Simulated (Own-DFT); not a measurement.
## Calculated data, Hf31O64 (monoclinic hafnia with one vacancy, atoms displaced)

Computed with Own-DFT development build. A calculation, not a measurement: plane-wave density functional theory by an unreviewed code, no spin, of a simulated periodic cell, stress positive in tension, run twice, with PBE and with PBEsol, both on files made for PBE, so the change isn't that of files made for PBEsol, defect cell not probed for a lower state with spin; a neutral cation vacancy leaves holes that likely carry spin, which this run leaves out; hafnium file: forces about 75 meV/angstrom off all-electron values; oxygen file: force components 24 meV/angstrom off all-electron in one glass; forces on such cells passed a denser k mesh, this cell's mesh not checked; the far tail of each file's local potential was reset to the Coulomb form; each entry is a single point on an unrelaxed cell, so the pressure reflects the starting lattice, mostly measured values (interpolated for alloys), from which strain is counted, and rises with the displacements; printed positions are rounded, which can move forces by about a meV/angstrom; the program, named Own-DFT, is a retired in-house code; no spin-orbit coupling; stress was not checked against mesh or cutoff.

### Hf31O64 (monoclinic hafnia with one vacancy, atoms displaced)

```
Hf31O64
1.0
     10.2340     0.0000     0.0000
      0.0000    10.3500     0.0000
     -1.6955     0.0000    10.4453
Hf O Hf O Hf O Hf O Hf O Hf O Hf O Hf O
4 8 4 8 3 8 4 8 4 8 4 8 4 8 4 8
Direct
  0.14037 0.02243 0.10668
  0.36330 0.27085 0.14172
  0.36513 0.48118 0.39778
  0.14309 0.22936 0.35298
  0.02920 0.16673 0.16842
  0.46168 0.41744 0.07238
  0.46538 0.33163 0.32791
  0.03867 0.08623 0.42248
  0.22135 0.38034 0.24137
  0.27579 0.13013 0.00701
  0.27676 0.12095 0.25870
  0.22575 0.37283 0.48709
  0.14056 0.02051 0.60269
  0.36448 0.26799 0.64946
  0.36425 0.47604 0.88919
  0.13724 0.22647 0.85046
  0.03394 0.16946 0.66925
  0.46159 0.42238 0.57561
  0.46192 0.33297 0.82736
  0.03678 0.08015 0.92807
  0.22598 0.37673 0.74004
  0.27474 0.12898 0.50758
  0.27547 0.12112 0.76003
  0.22728 0.36921 0.98472
  0.35816 0.77065 0.14698
  0.35837 0.98481 0.40387
  0.13979 0.73112 0.35592
  0.03700 0.66344 0.17392
  0.45701 0.91365 0.07579
  0.46394 0.83419 0.32683
  0.03392 0.58407 0.42391
  0.22329 0.87938 0.24206
  0.27623 0.63121 0.00639
  0.27706 0.61969 0.25802
  0.22511 0.87423 0.49062
  0.13740 0.52195 0.60438
  0.36426 0.76987 0.64609
  0.35847 0.98078 0.89211
  0.13951 0.73231 0.85616
  0.03126 0.66775 0.67812
  0.46392 0.91713 0.57606
  0.46089 0.83393 0.82873
  0.03562 0.58980 0.92264
  0.22398 0.88026 0.73839
  0.27591 0.63030 0.51496
  0.27669 0.62010 0.76101
  0.22435 0.87406 0.99203
  0.63616 0.01892 0.11302
  0.85934 0.27089 0.14874
  0.86210 0.48031 0.39307
  0.63817 0.23059 0.35421
  0.54059 0.16785 0.17527
  0.96525 0.41572 0.07715
  0.95699 0.33538 0.32802
  0.53865 0.08466 0.41837
  0.72251 0.37988 0.23775
  0.77445 0.13037 0.01070
  0.77530 0.12468 0.26066
  0.72717 0.37257 0.49218
  0.63738 0.01976 0.60196
  0.85766 0.27383 0.64445
  0.86124 0.48149 0.89480
  0.64246 0.23225 0.85778
  0.53679 0.16916 0.67138
  0.96962 0.41255 0.57782
  0.96492 0.32520 0.82826
  0.53720 0.08113 0.92468
  0.72374 0.37536 0.74503
  0.78086 0.12352 0.50993
  0.77937 0.12011 0.76314
  0.72483 0.37304 0.98926
  0.63601 0.51820 0.10503
  0.85743 0.77266 0.14326
  0.85917 0.98141 0.39513
  0.64309 0.73058 0.35478
  0.53992 0.66564 0.17096
  0.95904 0.91252 0.07950
  0.96240 0.83512 0.32659
  0.53607 0.58069 0.42057
  0.72612 0.88011 0.24276
  0.77951 0.62862 0.00954
  0.77382 0.61720 0.25949
  0.72676 0.86695 0.49291
  0.63720 0.51729 0.60256
  0.85810 0.76930 0.64560
  0.86449 0.98195 0.89645
  0.63976 0.73239 0.85194
  0.53532 0.66662 0.67255
  0.96246 0.91804 0.57679
  0.96703 0.83210 0.82583
  0.53851 0.58741 0.92114
  0.72171 0.87727 0.73825
  0.77483 0.63082 0.51536
  0.77486 0.62467 0.76060
  0.72601 0.87311 0.98959
```

```
functional                                        : PBE, then PBEsol
potential files                                   : PseudoDojo norm-conserving, scalar-relativistic, standard set
wave cutoff                                       : 72 hartree
occupations                                       : Fermi-Dirac
smearing width                                    : 0.1 eV
k mesh                                            : 2 x 2 x 2 centred on Gamma
PBE pressure                                      : 3.37 GPa
PBE stress xx                                     : -3.17 GPa
PBE stress yy                                     : -3.58 GPa
PBE stress zz                                     : -3.35 GPa
PBE stress yz                                     : 0.06 GPa
PBE stress xz                                     : 0.32 GPa
PBE stress xy                                     : 0.08 GPa
PBEsol pressure                                   : -2.96 GPa
PBEsol stress xx                                  : 3.16 GPa
PBEsol stress yy                                  : 2.71 GPa
PBEsol stress zz                                  : 3 GPa
PBEsol stress yz                                  : 0.04 GPa
PBEsol stress xz                                  : 0.65 GPa
PBEsol stress xy                                  : 0.09 GPa
rms change of force components from PBE to PBEsol : 0.043 eV/Å
```

Force:
```
force element  PBE force x (eV/Å)  PBE force y (eV/Å)  PBE force z (eV/Å)  PBEsol force x (eV/Å)  PBEsol force y (eV/Å)  PBEsol force z (eV/Å)
           Hf              -0.449              -0.389               -0.25                 -0.422                 -0.334                 -0.274
           Hf              -1.596               1.802              -0.105                 -1.572                  1.804                 -0.087
           Hf              -1.492              -0.175              -2.113                  -1.46                 -0.221                  -2.04
           Hf              -0.817               1.736              -0.839                 -0.755                  1.661                 -0.839
            O               0.678              -0.354               0.655                   0.67                 -0.338                  0.684
            O               0.913              -0.191               0.498                  0.896                 -0.177                  0.437
            O               0.025               0.128               0.003                  0.037                  0.108                 -0.044
            O              -0.611              -0.515              -0.272                 -0.583                 -0.518                 -0.212
            O               1.136              -1.368                0.49                  1.222                 -1.448                  0.585
            O               0.047              -0.349               0.456                 -0.022                 -0.355                  0.444
            O              -0.076              -0.005               0.087                  -0.15                 -0.003                  0.091
            O              -0.281              -0.411               0.601                 -0.216                   -0.4                  0.586
           Hf              -1.564               0.069               0.195                 -1.514                  0.107                  0.161
           Hf              -0.397               0.943              -0.708                 -0.393                  0.969                 -0.647
           Hf              -2.113               1.406               2.028                  -2.09                  1.312                  2.009
           Hf              -0.151               1.206               1.188                 -0.126                  1.156                  1.148
            O               0.251              -0.582              -0.139                  0.254                 -0.552                 -0.084
            O               0.251              -0.805               1.033                  0.251                 -0.762                  0.949
            O               1.509              -1.116              -0.339                  1.461                 -1.101                 -0.389
            O               0.098               0.141              -0.503                  0.093                  0.118                 -0.436
            O              -0.149               0.129              -0.795                 -0.074                  0.119                 -0.772
            O               0.512               0.309               0.567                  0.439                  0.274                   0.54
            O               0.322               0.007              -0.711                  0.254                  0.013                 -0.694
            O               0.628               -1.05              -0.617                  0.761                 -1.109                 -0.671
           Hf              -0.347              -1.708              -0.301                 -0.351                 -1.623                 -0.284
           Hf               1.112              -1.077              -1.988                  1.066                 -1.095                 -1.914
           Hf              -0.216              -1.227               -1.66                 -0.202                 -1.233                 -1.667
            O              -1.017               1.025               0.389                 -1.071                  1.145                    0.5
            O               1.426               1.003               0.331                   1.38                  0.992                   0.28
            O               0.323               0.094               0.557                  0.312                   0.07                  0.493
            O               0.035               0.362               0.157                  0.039                   0.33                  0.205
            O              -0.262               0.288               0.166                 -0.197                  0.278                   0.16
            O               0.874               0.561              -0.537                   0.87                  0.628                 -0.582
            O               0.435               0.977               1.577                  0.414                  1.022                  1.628
            O              -0.223              -0.209               0.135                 -0.151                 -0.181                  0.135
           Hf               0.003               -0.21               0.341                  0.012                 -0.168                  0.304
           Hf              -0.362              -0.211               0.614                 -0.357                 -0.167                  0.629
           Hf               0.726              -0.379               1.139                  0.698                 -0.421                  1.142
           Hf               0.401              -1.085               1.013                   0.39                 -1.123                  0.972
            O               0.633              -0.852              -0.744                  0.623                 -0.809                 -0.679
            O               0.424               0.329               0.306                  0.407                  0.342                  0.245
            O               0.593              -0.271              -0.349                  0.567                 -0.274                 -0.398
            O              -0.827              -0.093              -0.827                 -0.844                 -0.045                  -0.88
            O              -0.057               0.024              -0.154                  0.011                  0.031                  -0.15
            O               0.016               0.106              -0.539                 -0.045                    0.1                 -0.512
            O              -0.099               0.316              -0.606                 -0.151                  0.311                 -0.598
            O              -0.519               0.205              -0.283                 -0.443                  0.214                 -0.276
           Hf              -0.304               0.016              -2.169                 -0.287                  0.077                 -2.146
           Hf               0.881               0.628              -0.843                  0.862                  0.667                  -0.81
           Hf                0.28               0.119               0.352                  0.269                  0.059                  0.359
           Hf               0.135               0.384               0.004                  0.123                  0.321                 -0.042
            O              -0.645               0.144              -0.405                 -0.607                  0.144                 -0.335
            O              -0.931              -0.162              -0.359                 -1.083                 -0.227                  -0.43
            O               1.129              -0.845                0.16                   1.07                 -0.817                  0.105
            O              -0.575              -0.653               0.647                 -0.551                  -0.64                  0.688
            O               -0.52              -0.188               0.384                 -0.443                 -0.189                  0.372
            O               -0.07              -0.166               0.272                 -0.127                 -0.159                  0.261
            O               0.093              -0.635               0.314                  0.022                 -0.617                  0.308
            O              -0.395              -0.188              -0.126                 -0.324                 -0.173                 -0.113
           Hf               0.447               0.116               0.513                  0.439                  0.148                  0.473
           Hf               1.272              -0.971               0.443                   1.25                 -0.911                  0.463
           Hf               1.818               0.046               1.619                  1.754                  0.011                  1.625
           Hf              -0.512              -1.256               0.247                 -0.476                  -1.26                  0.222
            O               0.294              -0.294              -0.092                  0.285                 -0.276                 -0.042
            O              -0.421               0.282               0.016                 -0.422                  0.289                 -0.026
            O              -0.821               1.063              -0.015                 -0.803                  1.014                 -0.086
            O              -0.188               0.291              -0.176                  -0.18                  0.272                 -0.121
            O              -0.061               0.733              -0.852                  0.004                  0.695                 -0.828
            O               -0.62               0.765               0.346                 -0.661                  0.733                  0.334
            O              -0.448               0.231              -0.491                 -0.495                  0.237                 -0.467
            O              -0.184              -0.018               0.003                 -0.125                 -0.019                 -0.007
           Hf              -0.091               0.762              -0.634                 -0.085                  0.793                 -0.638
           Hf               1.047              -1.495               0.212                  1.036                 -1.412                  0.226
           Hf               1.154              -0.087               0.533                  1.112                 -0.129                   0.55
           Hf              -1.344              -0.584              -0.332                 -1.304                 -0.615                 -0.348
            O              -0.566               0.649               0.297                 -0.529                  0.629                  0.341
            O               1.454               1.062              -0.087                  1.394                  1.045                 -0.134
            O               0.428              -0.212               0.262                  0.402                 -0.211                   0.21
            O               0.826               0.572               0.153                  0.811                  0.538                  0.212
            O              -0.522               -0.02               0.013                  -0.45                  -0.02                  0.015
            O              -0.317              -0.008              -0.029                 -0.367                  -0.01                 -0.035
            O               0.251               0.546               0.419                  0.173                  0.532                  0.421
            O              -0.453               0.681              -0.565                 -0.376                  0.668                 -0.551
           Hf              -0.208               0.845               0.345                 -0.207                  0.876                  0.298
           Hf               0.703               0.581               0.459                  0.668                    0.6                  0.472
           Hf              -0.241               -0.67               0.112                  -0.24                 -0.694                  0.141
           Hf              -0.528              -0.119               0.833                 -0.507                  -0.17                  0.786
            O               0.079              -0.054              -0.325                  0.077                 -0.032                 -0.267
            O               0.547               0.072               0.038                  0.523                  0.088                 -0.017
            O              -0.933               1.031               0.396                 -0.921                   0.99                  0.341
            O              -0.211              -0.518              -0.069                 -0.186                 -0.514                 -0.024
            O               0.013               0.496              -0.116                  0.072                  0.464                 -0.124
            O               0.006              -0.667              -0.766                 -0.062                 -0.641                 -0.742
            O               0.083               -0.73              -0.071                  0.022                 -0.691                 -0.072
            O              -0.572              -0.109              -0.018                 -0.487                 -0.108                 -0.015
```
